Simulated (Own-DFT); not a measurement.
# Strain and stress in C40 NbSi2, 36 atoms (Nb12Si24)

The numbers are computed, not measured, by runs of the plane-wave DFT program Own-DFT (in-house, retired, unreviewed) at fixed positions, with no spin and no spin-orbit coupling.

Settings: PBE; PseudoDojo norm-conserving scalar-relativistic files; cutoff 42 hartree; 4 x 4 x 5 k mesh centred on Gamma; cold (Marzari-Vanderbilt) smearing of 0.2 eV.

Keep in mind: forces on such cells failed a check on a denser k mesh; stress not checked against mesh or cutoff.

Unstrained cell vectors in Å: (0.000, 8.324, 0.000); (-9.613, 0.000, 0.000); (0.000, 0.000, 6.586). The unstrained cell was taken from the Materials Project. The random moves and any unrelaxed bonds add to the pressure at no strain. A uniform strain is put on this cell, atoms riding along. Each atom got a random Gaussian move of width 0.05 Å along each axis. Strains are tensor components in per cent; tension counts as positive stress, and P is minus the mean normal stress.

| run | e_xx (%) | e_yy (%) | e_zz (%) | e_yz (%) | e_xz (%) | e_xy (%) | s_xx (GPa) | s_yy (GPa) | s_zz (GPa) | s_yz (GPa) | s_xz (GPa) | s_xy (GPa) | P (GPa) | E (meV/atom) |
|---|---|---|---|---|---|---|---|---|---|---|---|---|---|---|
| 1 | -1.40 | 1.25 | -0.05 | -1.58 | 0.35 | 1.43 | -7.09 | 1.06 | -3.83 | -4.79 | 1.28 | 5.30 | 3.28 | 6.8 |
| 2 | -1.31 | 0.61 | -1.16 | 0.49 | -0.66 | 1.26 | -7.45 | -1.44 | -9.81 | 1.58 | -1.83 | 3.65 | 6.23 | 1.6 |
| 3 | -0.72 | -0.25 | 1.10 | 1.37 | -1.18 | 1.95 | -5.18 | -3.22 | 0.14 | 4.68 | -3.25 | 6.02 | 2.75 | 20.3 |
| 4 | 1.86 | 1.34 | 1.13 | -1.42 | -1.26 | 1.20 | 5.17 | 4.71 | 3.27 | -4.31 | -3.58 | 2.51 | -4.38 | 3.8 |
| 5 | 0.32 | 1.02 | -1.69 | 0.37 | -0.20 | -1.16 | -1.76 | 0.68 | -10.54 | 0.74 | -0.30 | -3.53 | 3.87 | 0.0 |
| 6 | 1.44 | -0.87 | -0.95 | 1.61 | 1.01 | -1.74 | 1.71 | -5.86 | -8.27 | 5.51 | 2.89 | -4.73 | 4.14 | 17.7 |
| 7 | 0.84 | 0.43 | -0.87 | 0.36 | -1.34 | 1.05 | 0.25 | -0.92 | -6.53 | 1.17 | -4.42 | 2.84 | 2.40 | 2.4 |
| 8 | -0.80 | 1.17 | 1.92 | -1.04 | 1.69 | 1.54 | -3.86 | 2.68 | 3.93 | -3.22 | 4.87 | 4.44 | -0.92 | 24.0 |
| 9 | -0.94 | 0.65 | 0.45 | -0.29 | 1.13 | -1.85 | -5.40 | -0.49 | -1.68 | -0.33 | 3.30 | -5.97 | 2.52 | 6.0 |
| 10 | -1.88 | -1.35 | -0.31 | 0.89 | 1.25 | 1.56 | -12.19 | -8.74 | -8.59 | 3.08 | 3.80 | 5.10 | 9.84 | 34.5 |
| 11 | -0.47 | -1.36 | 1.00 | 1.12 | 1.78 | 0.43 | -4.68 | -7.20 | -1.71 | 3.34 | 5.77 | 1.03 | 4.53 | 23.2 |
| 12 | -1.36 | 1.69 | 1.26 | 0.43 | -1.74 | 1.68 | -5.36 | 2.60 | 1.60 | 1.54 | -4.92 | 4.86 | 0.39 | 23.1 |
| 13 | -1.76 | 0.02 | 0.03 | 0.72 | -1.08 | 0.12 | -9.50 | -3.70 | -4.92 | 2.28 | -3.42 | 0.33 | 6.04 | 15.0 |
| 14 | -1.93 | 0.92 | 0.28 | 1.15 | 1.06 | 0.74 | -9.67 | 0.41 | -3.12 | 3.35 | 3.38 | 2.52 | 4.13 | 8.7 |
| 15 | -1.64 | 1.35 | 0.59 | 0.98 | -1.42 | -0.96 | ? | ? | ? | ? | ? | ? | ? | ? |

E is the free energy per atom, counted from the lowest run shown.

## Fit

Least squares on the runs shown: each stress against a constant and the strains, taken as fractions with shears doubled. Shear strains stay in the fit of a normal stress only where such slopes are resolved. The slopes, in GPa:

| stress | at no strain | per e_xx | per e_yy | per e_zz | scatter |
|---|---|---|---|---|---|
| s_xx | -2.9 | 377 ± 12 | 85 ± 14 | 52 ± 14 | 0.51 |
| s_yy | -2.5 | 63 ± 10 | 371 ± 13 | 56 ± 12 | 0.46 |
| s_zz | -4.2 | 68 ± 10 | 100 ± 13 | 426 ± 12 | 0.46 |

The slope of each shear stress on twice its own strain, from a fit on all six strains: yz 151 ± 7, xz 151 ± 5, xy 155 ± 8 GPa. These are stiffnesses along x, y and z of the frame in which the cell vectors are given, which need not be the crystal's axes. No internal relaxation is included, and where it is allowed it would reduce some of the slopes. Symmetry asks for nearly equal slopes across the diagonal; the mismatch is a measure of noise. A ninth of the table's sum, 178 ± 3 GPa, estimates the bulk modulus near the mean pressure of these runs, 3.2 GPa, so it lies above the value at zero pressure.

## Withheld run

The question: what normal stresses and pressure should run 15 give?

Estimate: s_xx = -7.6, s_yy = 1.8, s_zz = -1.5 and P = 2.4 GPa. The calculation gave -7.29, 1.82, -1.17 and P = 2.21 GPa.
